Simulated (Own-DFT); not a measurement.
# What a defect does to the pressure of its cell: C11b WSi2

No measurement is shown. These are fixed-geometry runs of a retired plane-wave code named Own-DFT, which no person has reviewed; spin and spin-orbit coupling are neglected.

All runs used: PBE; PseudoDojo norm-conserving scalar-relativistic files; cutoff 50 hartree; 5 x 5 x 5 k mesh centred on Gamma; cold (Marzari-Vanderbilt) smearing of 0.2 eV.

Limits: forces on such cells failed a check on a denser k mesh; stress not checked against mesh or cutoff.

All runs share one cell, with vectors in Å (-2.148, -5.953, 3.409); (-6.444, 2.976, 1.136); (-2.553, -2.948, -6.757) and a volume of 403.2 Å³. u is the rms random offset of the atoms per axis. The defect's site can differ from row to row.

```
              cell  formula   u (Å)  P (GPa)
         no defect  Si20W10  0.0217     4.41
         no defect  Si20W10  0.0503     6.00
         no defect  Si20W10  0.0511     6.06
     one W vacancy   Si20W9  0.0260     3.57
     one W vacancy   Si20W9  0.0329     3.42
     one W vacancy   Si20W9  0.0556     5.75
    one Si vacancy  Si19W10  0.0295     3.29
    one Si vacancy  Si19W10  0.0298        ?
    one Si vacancy  Si19W10  0.0465     4.56
    one Si vacancy  Si19W10  0.0488     4.21
one W on a Si site  Si19W11  0.0302    10.09
one W on a Si site  Si19W11  0.0334    10.27
one W on a Si site  Si19W11  0.0447    10.01
one Si on a W site   Si21W9  0.0319     6.08
one Si on a W site   Si21W9  0.0499     7.18
one Si on a W site   Si21W9  0.0548     7.87
```

## What the rows give

P = P0 + c u² + a shift for each defect gives P0 = 4.00 GPa, c = 797 ± 107 GPa/Å² and a scatter of 0.34 GPa. The shifts, and each times the cell's volume:

- one W on a Si site: 5.06 ± 0.29 GPa, 12.7 eV
- one Si on a W site: 1.31 ± 0.28 GPa, 3.3 eV
- one W vacancy: -1.04 ± 0.28 GPa, -2.6 eV
- one Si vacancy: -1.42 ± 0.28 GPa, -3.6 eV

A positive shift means that the defect pushes the cell outwards. Shift times volume (160.2 GPa Å³ is 1 eV) depends little on the cell's size, so, taken for each site, it can be compared between cells at like pressure. The atoms around the defects weren't relaxed, which would change these numbers.

## Test on the hidden row

Question: what pressure belongs in the blank (one Si vacancy, u = 0.0298 Å)?

Estimate: 3.29 ± 0.41 GPa. The hidden result is 3.47 GPa.
